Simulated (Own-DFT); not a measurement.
Simulation results for Hf32O63 (monoclinic hafnia with one vacancy, atoms displaced)

Computed with Own-DFT development build. A calculation, not a measurement: plane-wave density functional theory by an unreviewed code, no spin, of a simulated periodic cell, stress positive in tension, run twice, with PBE and with PBEsol, both on files made for PBE, so the change isn't that of files made for PBEsol, defect cell not probed for a lower state with spin; hafnium file: forces about 75 meV/angstrom off all-electron values; oxygen file: force components 24 meV/angstrom off all-electron in one glass; forces on such cells passed a denser k mesh, this cell's mesh not checked; the far tail of each file's local potential was reset to the Coulomb form; each entry is a single point on an unrelaxed cell, so the pressure reflects the starting lattice, mostly measured values (interpolated for alloys), from which strain is counted, and rises with the displacements; printed positions are rounded, which can move forces by about a meV/angstrom; the program, named Own-DFT, is a retired in-house code; no spin-orbit coupling; stress was not checked against mesh or cutoff.

Common to all runs: functional PBE, then PBEsol; potential files PseudoDojo norm-conserving, scalar-relativistic, standard set; wave cutoff 72 hartree; occupations Fermi-Dirac; smearing width 0.1 eV; k mesh 2 x 2 x 2 centred on Gamma.

(1) Hf32O63 (monoclinic hafnia with one vacancy, atoms displaced)

```
cell vectors (Å)
  10.2340     0.0000     0.0000
   0.0000    10.3500     0.0000
  -1.6955     0.0000    10.4453
atoms (fractions of the cell vectors)
Hf  0.13693  0.01594  0.10054
Hf  0.36121  0.27475  0.15509
Hf  0.36881  0.47780  0.38495
Hf  0.13340  0.23612  0.35408
O   0.03699  0.15452  0.18365
O   0.45816  0.41276  0.07317
O   0.46144  0.33077  0.33274
O   0.04785  0.08983  0.41925
O   0.22020  0.37136  0.23768
O   0.27007  0.13066  0.01656
O   0.27779  0.11839  0.26076
O   0.23577  0.36429  0.49618
Hf  0.14132  0.02329  0.60487
Hf  0.36358  0.25542  0.64479
Hf  0.36817  0.48247  0.89607
Hf  0.13986  0.23608  0.85086
O   0.03836  0.16126  0.67377
O   0.46486  0.42061  0.57168
O   0.45702  0.33775  0.82441
O   0.03674  0.07842  0.92930
O   0.22631  0.37649  0.73909
O   0.28071  0.12562  0.50808
O   0.28009  0.12013  0.75684
O   0.23131  0.36508  0.99115
Hf  0.13827  0.51699  0.10769
Hf  0.36505  0.76193  0.14831
Hf  0.36516  0.98555  0.39215
Hf  0.14533  0.73650  0.35384
O   0.03179  0.66447  0.17814
O   0.45949  0.91340  0.07246
O   0.47804  0.83421  0.32371
O   0.03255  0.58896  0.42746
O   0.21848  0.88408  0.23689
O   0.27499  0.63100  0.00821
O   0.27209  0.61673  0.26037
O   0.22446  0.86305  0.48380
Hf  0.13418  0.52110  0.60861
Hf  0.36439  0.76859  0.64346
Hf  0.35090  0.98132  0.89764
Hf  0.14340  0.73394  0.85744
O   0.02852  0.66447  0.67007
O   0.46060  0.90929  0.57889
O   0.46838  0.83272  0.82983
O   0.03420  0.57994  0.91326
O   0.23181  0.88071  0.74370
O   0.27542  0.62465  0.50923
O   0.28104  0.62026  0.76182
O   0.22494  0.87797  0.98513
Hf  0.63642  0.01551  0.10299
Hf  0.87178  0.27002  0.15253
Hf  0.85183  0.48671  0.39403
Hf  0.63703  0.22400  0.34651
O   0.53109  0.15524  0.17669
O   0.96900  0.42394  0.07772
O   0.53972  0.08025  0.42388
O   0.72908  0.38595  0.23252
O   0.76481  0.12059  0.00438
O   0.78216  0.11693  0.26028
O   0.72991  0.37748  0.49584
Hf  0.63190  0.01775  0.60881
Hf  0.86159  0.26161  0.64499
Hf  0.86180  0.48119  0.90466
Hf  0.63493  0.22338  0.85213
O   0.54946  0.15986  0.68109
O   0.96028  0.40103  0.58218
O   0.96300  0.33261  0.82611
O   0.54111  0.07415  0.91920
O   0.72259  0.38405  0.74331
O   0.77423  0.12454  0.50557
O   0.78054  0.12201  0.75440
O   0.72768  0.37022  0.99248
Hf  0.63481  0.51734  0.09836
Hf  0.85560  0.76761  0.14123
Hf  0.86111  0.99034  0.39229
Hf  0.64085  0.73368  0.34875
O   0.53764  0.66848  0.16330
O   0.97119  0.91917  0.07054
O   0.96143  0.82917  0.32223
O   0.53530  0.57852  0.41889
O   0.72312  0.87467  0.23540
O   0.77776  0.62917  0.01607
O   0.77593  0.61495  0.26294
O   0.72658  0.86728  0.48545
Hf  0.63327  0.51797  0.60023
Hf  0.86437  0.76971  0.65002
Hf  0.84926  0.99139  0.89671
Hf  0.63911  0.72831  0.85075
O   0.53404  0.67121  0.67371
O   0.95779  0.91879  0.57499
O   0.97576  0.83562  0.83263
O   0.53850  0.58432  0.92228
O   0.72589  0.88554  0.73863
O   0.76610  0.63291  0.51577
O   0.77213  0.62030  0.76194
O   0.72913  0.86910  0.99571
```

- PBE pressure: 5.5 GPa
- PBE stress xx: -5.08 GPa
- PBE stress yy: -5.46 GPa
- PBE stress zz: -5.97 GPa
- PBE stress yz: 0.11 GPa
- PBE stress xz: -0.63 GPa
- PBE stress xy: -0.11 GPa
- PBEsol pressure: -0.88 GPa
- PBEsol stress xx: 1.32 GPa
- PBEsol stress yy: 0.9 GPa
- PBEsol stress zz: 0.44 GPa
- PBEsol stress yz: 0.05 GPa
- PBEsol stress xz: -0.28 GPa
- PBEsol stress xy: -0.06 GPa
- rms change of force components from PBE to PBEsol: 0.05 eV/Å

Force:
| force element | PBE force x (eV/Å) | PBE force y (eV/Å) | PBE force z (eV/Å) | PBEsol force x (eV/Å) | PBEsol force y (eV/Å) | PBEsol force z (eV/Å) |
| --- | --- | --- | --- | --- | --- | --- |
| Hf | 0.087 | 0.687 | 0.501 | 0.08 | 0.703 | 0.455 |
| Hf | -0.629 | -2.293 | -2.39 | -0.641 | -2.199 | -2.319 |
| Hf | -2.116 | 1.18 | 3.687 | -2.045 | 1.11 | 3.654 |
| Hf | 1.071 | 0.057 | 0.342 | 1.218 | -0.117 | 0.329 |
| O | -1.416 | 1.877 | -0.465 | -1.387 | 1.887 | -0.398 |
| O | 1.596 | 0.65 | 1.217 | 1.543 | 0.662 | 1.135 |
| O | 1.923 | -1.558 | -0.897 | 1.859 | -1.518 | -0.945 |
| O | -1.997 | -1.496 | 1.071 | -1.921 | -1.448 | 1.078 |
| O | 0.04 | 0.951 | 0.003 | 0.12 | 0.914 | -0.008 |
| O | 1.222 | 0.189 | -0.964 | 1.125 | 0.163 | -0.948 |
| O | 0.199 | 0.849 | 0.499 | 0.143 | 0.837 | 0.504 |
| O | -0.92 | 0.037 | -0.981 | -0.83 | 0.007 | -0.959 |
| Hf | -0.988 | -1.507 | -0.517 | -0.961 | -1.4 | -0.512 |
| Hf | 0.037 | 3.57 | -0.22 | -0.023 | 3.528 | -0.187 |
| Hf | -1.665 | -0.315 | -0.98 | -1.622 | -0.365 | -0.936 |
| Hf | -0.993 | -0.439 | 1.004 | -0.966 | -0.442 | 0.953 |
| O | -0.039 | 0.034 | -0.076 | -0.019 | 0.047 | -0.042 |
| O | -0.45 | -1.407 | 0.574 | -0.424 | -1.334 | 0.488 |
| O | 2.023 | -1.81 | -0.078 | 1.957 | -1.777 | -0.114 |
| O | -0.34 | 1.658 | -1.932 | -0.326 | 1.576 | -1.826 |
| O | -0.427 | -0.219 | -0.124 | -0.372 | -0.236 | -0.116 |
| O | 0.446 | -0.769 | 0.444 | 0.38 | -0.758 | 0.447 |
| O | -0.125 | 0.254 | 0.148 | -0.176 | 0.26 | 0.118 |
| O | -0.801 | 1.033 | 0.071 | -0.721 | 1.004 | 0.075 |
| Hf | -0.217 | 1.625 | -1.137 | -0.222 | 1.626 | -1.121 |
| Hf | -0.095 | 1.676 | -0.776 | -0.062 | 1.671 | -0.754 |
| Hf | -0.858 | -1.334 | -0.328 | -0.858 | -1.316 | -0.296 |
| Hf | -2.592 | -1.665 | -0.425 | -2.529 | -1.66 | -0.434 |
| O | 0.741 | -0.67 | -1.138 | 0.732 | -0.637 | -1.073 |
| O | 0.434 | -0.015 | 0.699 | 0.421 | 0.002 | 0.637 |
| O | -2.329 | 0.898 | -0.077 | -2.258 | 0.843 | -0.124 |
| O | -0.556 | -1.046 | 0.012 | -0.548 | -1.034 | 0.065 |
| O | 1.518 | -1.645 | 0.763 | 1.524 | -1.615 | 0.754 |
| O | -0.013 | -0.088 | 0.798 | -0.063 | -0.079 | 0.783 |
| O | 0.824 | 0.392 | -0.598 | 0.749 | 0.385 | -0.586 |
| O | 0.43 | 2.017 | 1.2 | 0.482 | 1.961 | 1.153 |
| Hf | 0.276 | -0.413 | -1.11 | 0.272 | -0.338 | -1.103 |
| Hf | -1.112 | -1.12 | 0.802 | -1.071 | -1.054 | 0.812 |
| Hf | 2.314 | -0.41 | -0.036 | 2.238 | -0.473 | -0.02 |
| Hf | -1.177 | -0.694 | -0.717 | -1.158 | -0.697 | -0.715 |
| O | 1.049 | -0.184 | 0.471 | 1.029 | -0.174 | 0.496 |
| O | 1.312 | 2.037 | -0.802 | 1.279 | 2.003 | -0.813 |
| O | -0.394 | 0.361 | -0.026 | -0.385 | 0.328 | -0.081 |
| O | 0.662 | 0.183 | 1.006 | 0.637 | 0.168 | 1.041 |
| O | -0.691 | 0.039 | -0.97 | -0.613 | 0.043 | -0.917 |
| O | 0.054 | 0.053 | 0.132 | -0.013 | 0.066 | 0.137 |
| O | -0.676 | 0.174 | -0.233 | -0.714 | 0.171 | -0.217 |
| O | -0.49 | -1.32 | 0.719 | -0.426 | -1.271 | 0.675 |
| Hf | -0.775 | -0.883 | -0.544 | -0.747 | -0.834 | -0.574 |
| Hf | 0.075 | 0.331 | -0.929 | 0.016 | 0.324 | -1.015 |
| Hf | 1.909 | -0.675 | 1.665 | 1.74 | -0.565 | 1.697 |
| Hf | 0.52 | 0.675 | 1.38 | 0.487 | 0.574 | 1.324 |
| O | 0.204 | 0.886 | 0.294 | 0.226 | 0.885 | 0.358 |
| O | -0.968 | -1.871 | 1.095 | -0.957 | -1.808 | 1.016 |
| O | -0.285 | 0.414 | -0.091 | -0.278 | 0.389 | -0.059 |
| O | -0.136 | -1.793 | 1.243 | -0.059 | -1.73 | 1.2 |
| O | 0.921 | 1.416 | 1.047 | 0.841 | 1.333 | 0.983 |
| O | -0.895 | 1.556 | -1.325 | -0.93 | 1.512 | -1.281 |
| O | -1.065 | -1.386 | -1.662 | -0.974 | -1.313 | -1.614 |
| Hf | 2.025 | -1.991 | -1.608 | 1.992 | -1.901 | -1.578 |
| Hf | -0.484 | 1.545 | 0.347 | -0.463 | 1.567 | 0.362 |
| Hf | 0.297 | -0.153 | -2.61 | 0.295 | -0.186 | -2.53 |
| Hf | 0.495 | 2.29 | 1.266 | 0.495 | 2.163 | 1.2 |
| O | -2.674 | 1.393 | -1.146 | -2.597 | 1.358 | -1.06 |
| O | 2.256 | 2.037 | -1.106 | 2.178 | 2.002 | -1.08 |
| O | 0.373 | -0.413 | 0.593 | 0.377 | -0.427 | 0.525 |
| O | -1.211 | 0.208 | -0.099 | -1.155 | 0.203 | -0.041 |
| O | -0.078 | -1.006 | -0.093 | -0.017 | -0.985 | -0.096 |
| O | -0.264 | 0.578 | -0.017 | -0.307 | 0.544 | -0.027 |
| O | -0.504 | -0.029 | 0.825 | -0.563 | -0.031 | 0.818 |
| O | -0.41 | -0.613 | 0.031 | -0.337 | -0.569 | 0.044 |
| Hf | 0.59 | 0.132 | 0.397 | 0.596 | 0.179 | 0.36 |
| Hf | 2.628 | 1.221 | 1.351 | 2.553 | 1.233 | 1.348 |
| Hf | 1.535 | -3.665 | 1.375 | 1.462 | -3.624 | 1.376 |
| Hf | 0.821 | -0.751 | 1.625 | 0.807 | -0.739 | 1.571 |
| O | -0.175 | -0.332 | 0.28 | -0.179 | -0.309 | 0.317 |
| O | -2.262 | -1.648 | 0.628 | -2.202 | -1.565 | 0.564 |
| O | -0.182 | 1.181 | 0.666 | -0.176 | 1.13 | 0.593 |
| O | 0.428 | 0.863 | -1.146 | 0.411 | 0.804 | -1.061 |
| O | -0.272 | 0.586 | 0.132 | -0.218 | 0.553 | 0.118 |
| O | -0.42 | -0.9 | -0.797 | -0.465 | -0.89 | -0.768 |
| O | -0.52 | 1.292 | -0.984 | -0.559 | 1.253 | -0.949 |
| O | -0.306 | 0.859 | -0.055 | -0.24 | 0.834 | -0.071 |
| Hf | 0.474 | 0.186 | 1.432 | 0.475 | 0.208 | 1.36 |
| Hf | -0.06 | 0.653 | -0.278 | -0.048 | 0.677 | -0.26 |
| Hf | 3.389 | -2.388 | 0.29 | 3.294 | -2.353 | 0.323 |
| Hf | -0.416 | 0.749 | 0.182 | -0.427 | 0.68 | 0.142 |
| O | 0.639 | -0.717 | -0.376 | 0.618 | -0.671 | -0.305 |
| O | 1.53 | 0.816 | 0.145 | 1.478 | 0.811 | 0.098 |
| O | -1.314 | 0.262 | -0.662 | -1.262 | 0.213 | -0.694 |
| O | -0.049 | -0.378 | -0.068 | -0.048 | -0.388 | -0.014 |
| O | -0.181 | -0.632 | 0.662 | -0.131 | -0.606 | 0.642 |
| O | 0.88 | -0.371 | -0.821 | 0.802 | -0.378 | -0.817 |
| O | 0.307 | 0.421 | 0.375 | 0.232 | 0.425 | 0.37 |
| O | -0.544 | -0.019 | -1.08 | -0.472 | -0.001 | -1.038 |

(2) Hf32O63 (monoclinic hafnia with one vacancy, atoms displaced)

```
cell vectors (Å)
  10.2340     0.0000     0.0000
   0.0000    10.3500     0.0000
  -1.6955     0.0000    10.4453
atoms (fractions of the cell vectors)
Hf  0.13694  0.02070  0.10130
Hf  0.36367  0.26543  0.14756
Hf  0.36486  0.47929  0.39568
Hf  0.13657  0.22931  0.35909
O   0.03855  0.15967  0.17435
O   0.46466  0.41297  0.07205
O   0.46878  0.33753  0.33194
O   0.04096  0.08129  0.42857
O   0.22261  0.37843  0.23861
O   0.27782  0.12723  0.02375
O   0.27471  0.12034  0.25388
O   0.21983  0.37157  0.48953
Hf  0.13918  0.03054  0.60018
Hf  0.35770  0.28067  0.65437
Hf  0.35919  0.47674  0.89407
Hf  0.13937  0.23314  0.85621
O   0.03673  0.16793  0.67481
O   0.46166  0.41013  0.58439
O   0.46025  0.32805  0.82574
O   0.03702  0.07579  0.92091
O   0.22742  0.38041  0.73680
O   0.27555  0.12999  0.50879
O   0.27272  0.12071  0.76115
O   0.21768  0.37534  0.98614
Hf  0.12826  0.51883  0.08977
Hf  0.36397  0.76873  0.14791
Hf  0.36076  0.97802  0.39963
Hf  0.13875  0.73349  0.35383
O   0.04157  0.66295  0.17729
O   0.46736  0.91466  0.08147
O   0.46783  0.83686  0.31976
O   0.02976  0.57809  0.41899
O   0.22209  0.87126  0.23898
O   0.27813  0.63912  0.01031
O   0.28024  0.62512  0.25448
O   0.22688  0.86696  0.49094
Hf  0.14294  0.53289  0.60352
Hf  0.36333  0.77640  0.65450
Hf  0.36603  0.97786  0.90021
Hf  0.14095  0.73264  0.85310
O   0.04540  0.66459  0.67629
O   0.45726  0.91738  0.58672
O   0.45726  0.83578  0.83532
O   0.03757  0.58176  0.92594
O   0.22584  0.88339  0.74340
O   0.28983  0.63174  0.51124
O   0.27171  0.61603  0.76387
O   0.22511  0.87243  0.99341
Hf  0.63659  0.01778  0.10099
Hf  0.85600  0.26818  0.14717
Hf  0.86777  0.47976  0.39396
Hf  0.64117  0.23160  0.35532
O   0.53833  0.16452  0.17374
O   0.96824  0.41700  0.07340
O   0.96010  0.32671  0.32002
O   0.52803  0.08628  0.42154
O   0.72491  0.37966  0.23907
O   0.77124  0.12755  0.00895
O   0.76716  0.12351  0.25746
O   0.72121  0.36251  0.49423
Hf  0.63540  0.02567  0.60201
Hf  0.85444  0.27035  0.65271
Hf  0.85953  0.47507  0.90286
Hf  0.63979  0.22469  0.84787
O   0.53800  0.16363  0.67714
O   0.96117  0.41000  0.58104
O   0.96239  0.33843  0.82313
O   0.53442  0.08800  0.92096
O   0.72283  0.38210  0.72922
O   0.77234  0.13722  0.50783
O   0.77494  0.12530  0.76140
O   0.72685  0.35931  0.98350
Hf  0.63661  0.51950  0.09994
Hf  0.85874  0.76783  0.15180
Hf  0.86303  0.98149  0.39550
Hf  0.63513  0.72938  0.36208
O   0.95694  0.91121  0.07537
O   0.95678  0.83793  0.33053
O   0.53521  0.58071  0.42543
O   0.71983  0.88576  0.22917
O   0.77602  0.63155  0.00762
O   0.78165  0.62239  0.25643
O   0.72818  0.86391  0.49280
Hf  0.63033  0.51843  0.59871
Hf  0.86360  0.76887  0.64732
Hf  0.86347  0.97441  0.89743
Hf  0.64119  0.73062  0.85545
O   0.53886  0.67829  0.67252
O   0.96117  0.91377  0.58331
O   0.96696  0.83344  0.83155
O   0.54207  0.59054  0.92182
O   0.72021  0.88302  0.74118
O   0.77435  0.62452  0.50952
O   0.77766  0.62282  0.75926
O   0.71997  0.87644  0.99551
```

* PBE pressure: 5.53 GPa
* PBE stress xx: -5.46 GPa
* PBE stress yy: -5.28 GPa
* PBE stress zz: -5.86 GPa
* PBE stress yz: -0.59 GPa
* PBE stress xz: -0.12 GPa
* PBE stress xy: -0.41 GPa
* PBEsol pressure: -0.86 GPa
* PBEsol stress xx: 0.93 GPa
* PBEsol stress yy: 1.06 GPa
* PBEsol stress zz: 0.59 GPa
* PBEsol stress yz: -0.6 GPa
* PBEsol stress xz: 0.2 GPa
* PBEsol stress xy: -0.34 GPa
* rms change of force components from PBE to PBEsol: 0.053 eV/Å

Force:
| force element | PBE force x (eV/Å) | PBE force y (eV/Å) | PBE force z (eV/Å) | PBEsol force x (eV/Å) | PBEsol force y (eV/Å) | PBEsol force z (eV/Å) |
| --- | --- | --- | --- | --- | --- | --- |
| Hf | -0.169 | -1.072 | 0.699 | -0.145 | -0.982 | 0.657 |
| Hf | 0.023 | 0.566 | 0.949 | 0.006 | 0.553 | 0.953 |
| Hf | -1.753 | -0.224 | -1.321 | -1.712 | -0.263 | -1.267 |
| Hf | 1.129 | 0.615 | -1.7 | 1.115 | 0.555 | -1.685 |
| O | -1.569 | 0.973 | 0.062 | -1.509 | 0.961 | 0.106 |
| O | 0.374 | 0.527 | 0.012 | 0.38 | 0.545 | -0.04 |
| O | 0.001 | -0.384 | -0.465 | -0.005 | -0.385 | -0.486 |
| O | -1.343 | -0.046 | -1.146 | -1.297 | -0.05 | -1.056 |
| O | 0.327 | -0.172 | 0.12 | 0.389 | -0.191 | 0.126 |
| O | 0.083 | 0.481 | -2.007 | 0.019 | 0.47 | -1.927 |
| O | 0.039 | -0.541 | 1.779 | -0.016 | -0.516 | 1.718 |
| O | 0.26 | 0.431 | 0.046 | 0.318 | 0.416 | 0.045 |
| Hf | -0.328 | -1.508 | 2.336 | -0.318 | -1.403 | 2.262 |
| Hf | 0.231 | -3.143 | -1.831 | 0.217 | -3.006 | -1.753 |
| Hf | 0.648 | 0.633 | 0.832 | 0.602 | 0.552 | 0.81 |
| Hf | -1.012 | -1.455 | -0.703 | -0.985 | -1.464 | -0.735 |
| O | -0.287 | 0.115 | 0.027 | -0.249 | 0.119 | 0.076 |
| O | 0.967 | 1.636 | -0.94 | 0.94 | 1.61 | -0.962 |
| O | 0.361 | 1.065 | 1.116 | 0.321 | 1.039 | 1.016 |
| O | 0.382 | 1.205 | -0.198 | 0.378 | 1.157 | -0.126 |
| O | -1.301 | 0.731 | 0.822 | -1.184 | 0.71 | 0.816 |
| O | 0.343 | 0.214 | 0.23 | 0.246 | 0.188 | 0.217 |
| O | 0.236 | 0.52 | 0.53 | 0.161 | 0.521 | 0.511 |
| O | 0.905 | -0.419 | -0.422 | 0.933 | -0.393 | -0.436 |
| Hf | 2.555 | 1.06 | 3.502 | 2.463 | 1.078 | 3.373 |
| Hf | -0.393 | -0.147 | -0.465 | -0.586 | -0.008 | -0.451 |
| Hf | -0.017 | 0.296 | -1.008 | -0.026 | 0.264 | -0.95 |
| Hf | 0.478 | -0.914 | -0.871 | 0.496 | -0.915 | -0.902 |
| O | -1.404 | 0.817 | -0.027 | -1.36 | 0.817 | 0.023 |
| O | -0.258 | 0.027 | -0.533 | -0.262 | 0.047 | -0.571 |
| O | 0.263 | -0.163 | 1.394 | 0.257 | -0.204 | 1.321 |
| O | 1.99 | 1.533 | 0.615 | 1.928 | 1.476 | 0.649 |
| O | -0.176 | 0.924 | 0.502 | -0.102 | 0.871 | 0.492 |
| O | 0.193 | -1.402 | -0.971 | 0.124 | -1.352 | -0.954 |
| O | -0.026 | -0.743 | 1.386 | -0.077 | -0.684 | 1.356 |
| O | -0.632 | 0.466 | 0.03 | -0.542 | 0.461 | 0.018 |
| Hf | -0.437 | -3.001 | -0.821 | -0.414 | -2.897 | -0.798 |
| Hf | -0.296 | -0.712 | -0.582 | -0.273 | -0.629 | -0.564 |
| Hf | -1.177 | 1.131 | 0.229 | -1.146 | 1.038 | 0.237 |
| Hf | 0.14 | 0.455 | 1.385 | 0.158 | 0.4 | 1.328 |
| O | -1.911 | 1.33 | -0.484 | -1.838 | 1.308 | -0.424 |
| O | 1.493 | 1.348 | -0.978 | 1.439 | 1.312 | -1.002 |
| O | 1.684 | -1.434 | -0.301 | 1.622 | -1.389 | -0.35 |
| O | -0.728 | 0.814 | -1.897 | -0.692 | 0.761 | -1.778 |
| O | -0.546 | -0.343 | -0.308 | -0.458 | -0.356 | -0.283 |
| O | -1.384 | -0.289 | 0.123 | -1.422 | -0.293 | 0.129 |
| O | 1.004 | 0.469 | -0.252 | 0.904 | 0.453 | -0.245 |
| O | -0.001 | 0.119 | -0.458 | 0.065 | 0.119 | -0.446 |
| Hf | 0.024 | 1.035 | 0.19 | 0.056 | 1.04 | 0.174 |
| Hf | 0.862 | -1.02 | -0.697 | 0.816 | -0.967 | -0.645 |
| Hf | -1.544 | -1.213 | 1.168 | -1.49 | -1.212 | 1.176 |
| Hf | -0.81 | -0.269 | -0.153 | -0.775 | -0.31 | -0.156 |
| O | -1.148 | 0.869 | -0.038 | -1.123 | 0.868 | 0.007 |
| O | -1.951 | -1.572 | 0.55 | -1.904 | -1.494 | 0.465 |
| O | 0.252 | 0.423 | 0.94 | 0.238 | 0.4 | 0.865 |
| O | 0.474 | -0.311 | 0.58 | 0.47 | -0.326 | 0.622 |
| O | -0.261 | 0.354 | -0.423 | -0.189 | 0.331 | -0.427 |
| O | 0.846 | -0.063 | 0.035 | 0.752 | -0.062 | 0.034 |
| O | 1.511 | -0.267 | 0.587 | 1.412 | -0.236 | 0.565 |
| O | -0.124 | 1.537 | -0.682 | -0.077 | 1.487 | -0.656 |
| Hf | -0.031 | -0.549 | 0.19 | -0.041 | -0.465 | 0.19 |
| Hf | 1.588 | 0.562 | -1.782 | 1.527 | 0.618 | -1.735 |
| Hf | 0.2 | 0.954 | -2.152 | 0.212 | 0.875 | -2.073 |
| Hf | -0.59 | -0.039 | 1.237 | -0.568 | -0.115 | 1.191 |
| O | -0.878 | 0.172 | -0.988 | -0.811 | 0.17 | -0.907 |
| O | 1.143 | 1.316 | -0.842 | 1.084 | 1.291 | -0.867 |
| O | 0.672 | -0.384 | 1.109 | 0.642 | -0.391 | 1.041 |
| O | -0.613 | -0.478 | -0.027 | -0.584 | -0.485 | 0.01 |
| O | -0.919 | 0.003 | 1.77 | -0.83 | -0.023 | 1.71 |
| O | 0.124 | -1.86 | 0.128 | 0.039 | -1.803 | 0.123 |
| O | 0.634 | -0.904 | -0.123 | 0.541 | -0.853 | -0.129 |
| O | -0.054 | 1.432 | 0.699 | 0.025 | 1.41 | 0.693 |
| Hf | -0.504 | 0.788 | 0.772 | -0.394 | 0.68 | 0.629 |
| Hf | 0.233 | 0.564 | -1.074 | 0.206 | 0.611 | -1.033 |
| Hf | -1.06 | 0.237 | 0.451 | -1.029 | 0.164 | 0.466 |
| Hf | 0.662 | -0.33 | -1.577 | 0.686 | -0.311 | -1.403 |
| O | 1.047 | 0.392 | 0.352 | 1.001 | 0.398 | 0.279 |
| O | 1.425 | -1.069 | -0.055 | 1.375 | -1.046 | -0.104 |
| O | 0.007 | 0.534 | -0.64 | 0.021 | 0.516 | -0.561 |
| O | 0.426 | -1.284 | 2.383 | 0.487 | -1.24 | 2.303 |
| O | 0.207 | -0.487 | 0.463 | 0.128 | -0.49 | 0.455 |
| O | -1.206 | -0.428 | 0.593 | -1.214 | -0.419 | 0.577 |
| O | -0.346 | 1.104 | -0.494 | -0.276 | 1.054 | -0.496 |
| Hf | 1.409 | 0.52 | 1.517 | 1.398 | 0.541 | 1.456 |
| Hf | -0.666 | -0.319 | 0.231 | -0.667 | -0.25 | 0.239 |
| Hf | -0.662 | 0.619 | 0.321 | -0.638 | 0.552 | 0.357 |
| Hf | 0.402 | 1.047 | -0.268 | 0.405 | 0.969 | -0.281 |
| O | -0.011 | -0.911 | -0.109 | -0.016 | -0.875 | -0.042 |
| O | 1.003 | 1.011 | -0.638 | 0.955 | 0.979 | -0.676 |
| O | -0.021 | -0.758 | -0.658 | -0.025 | -0.745 | -0.689 |
| O | -1.735 | -1.784 | 0.354 | -1.662 | -1.76 | 0.405 |
| O | 0.524 | -0.013 | -0.173 | 0.571 | -0.023 | -0.166 |
| O | 0.302 | -0.009 | 0.037 | 0.223 | -0.002 | 0.029 |
| O | -0.118 | -0.233 | 0.469 | -0.181 | -0.204 | 0.462 |
| O | 0.316 | -1.31 | -1.572 | 0.368 | -1.265 | -1.526 |
